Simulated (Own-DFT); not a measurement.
# Strain and stress in wurtzite GaN, 72 atoms (Ga36N36)

The numbers are computed, not measured, by runs of the plane-wave DFT program Own-DFT (in-house, retired, unreviewed) at fixed positions, with no spin and no spin-orbit coupling.

Settings: PBE; PseudoDojo norm-conserving scalar-relativistic files (stringent for Ga); cutoff 96 hartree; 4 x 4 x 3 k mesh centred on Gamma; Gaussian smearing of 0.01 eV.

Keep in mind: forces not confirmed at this smearing and k mesh; stress not checked against mesh or cutoff.

Unstrained cell vectors in Å: (9.567, 0.000, 0.000); (-4.784, 8.285, 0.000); (0.000, 0.000, 10.370). The unstrained cell has measured lattice constants (interpolated for alloys), not those of this functional. That, the random moves and any unrelaxed bonds set the pressure at no strain. Each run strains this cell uniformly, with the atoms carried along. Each coordinate of each atom was shifted by a normal deviate of width 0.05 Å. Strain is the symmetric tensor, in per cent. Stress is positive in tension, and the pressure is minus a third of its trace.

```
run  e_xx (%)  e_yy (%)  e_zz (%)  e_yz (%)  e_xz (%)  e_xy (%)  s_xx (GPa)  s_yy (GPa)  s_zz (GPa)  s_yz (GPa)  s_xz (GPa)  s_xy (GPa)  P (GPa)  E (meV/atom)
  1      0.29     -1.80      1.06      1.15     -0.16     -0.79       -6.98      -13.96       -4.19        2.76       -0.38       -2.15     8.38          22.4
  2      1.75     -0.77      1.46     -0.78      1.40     -0.98        1.25       -8.20       -0.41       -1.72        2.71       -2.48     2.45           0.0
  3      0.59      1.97     -1.25      1.71      0.51      0.87       -2.80        0.54      -11.70        3.48        0.47        2.78     4.66          12.1
  4     -1.09      0.99     -1.10      0.67      1.14      0.76      -10.58       -6.33      -11.64        1.27        1.65        2.62     9.52          19.2
  5     -0.07     -0.35     -0.49      0.82      0.91     -0.27       -7.27       -9.84      -10.16        1.49        2.39       -1.55     9.09          17.5
  6      1.24     -1.69      1.17     -1.80     -1.69     -1.70       -2.96      -12.84       -2.16       -4.12       -4.06       -4.64     5.99          18.9
  7      0.79      0.43      0.03     -1.28      0.64     -1.62       -4.41       -3.90       -6.08       -2.00        1.61       -4.44     4.80          11.0
  8     -0.48     -1.27      0.44      2.00      1.18     -0.75      -10.98      -12.44       -7.22        4.78        2.46       -0.81    10.21          32.1
  9     -1.19     -1.73      0.06     -1.36      0.66      1.34      -15.01      -16.90       -8.74       -2.47        0.53        5.99    13.55          47.0
 10     -1.38      0.37      1.14     -0.53     -1.53      1.05      -10.59       -7.45       -2.84        0.37       -2.94        4.03     6.96          22.5
 11     -1.17     -1.68     -0.69      1.28     -0.22     -1.94      -14.40      -18.00      -12.97        4.36       -0.46       -6.80    15.12          53.3
 12     -0.02     -0.55     -1.29      0.82      0.69     -1.39       -8.49      -10.15      -14.22        0.72        0.95       -6.00    10.95          22.1
 13     -0.97     -1.89     -1.16      0.61     -1.66      1.27      -14.48      -15.78      -17.43        1.78       -3.51        3.31    15.90          51.7
 14     -0.32      0.12     -0.72     -0.07     -0.47     -0.97      -10.31       -7.55       -8.96        0.59       -1.63       -2.42     8.94          12.7
 15      1.94     -0.90      0.76      0.86     -1.81      1.92        0.54      -10.27       -2.93        2.05       -3.65        5.52     4.22          20.2
 16     -0.71      0.12      1.14     -1.21      1.84     -1.64           ?           ?           ?           ?           ?           ?        ?             ?
```

E is the free energy for each atom above the lowest run shown.

## Analysis

Least squares on the runs shown: each stress against a constant and the strains, taken as fractions with shears doubled. Shear strains stay in the fit of a normal stress only where such slopes are resolved. The slopes, in GPa:

```
stress  at no strain  per e_xx  per e_yy  per e_zz  scatter
  s_xx          -7.0  415 ± 23  137 ± 21   94 ± 27     0.83
  s_yy          -7.8  121 ± 28  411 ± 25   36 ± 32     0.99
  s_zz          -7.2   64 ± 27  114 ± 24  489 ± 31     0.96
```

The slope of each shear stress on twice its own strain, from a fit on all six strains: yz 111 ± 8, xz 100 ± 6, xy 163 ± 9 GPa. These are stiffnesses along x, y and z of the frame in which the cell vectors are given, with the crystal's c axis along z: C11, C12, C13 and C33. Hexagonal symmetry asks that xx and yy behave alike, which is a second check on the noise. The atoms are held to the strained lattice; where symmetry lets them move under strain, relaxing them would lower some slopes. Slopes across the diagonal should nearly agree, so their difference gauges the noise. A ninth of the table's sum, 209 ± 4 GPa, estimates the bulk modulus near the mean pressure of these runs, 8.7 GPa, so it lies above the value at zero pressure.

## Prediction

Asked: what normal stresses and pressure should run 16 give?

The fitted form gives s_xx = -8.7, s_yy = -7.7, s_zz = -2.0 and P = 6.1 GPa. Computed: -9.78, -7.99, -2.43 and P = 6.73 GPa.
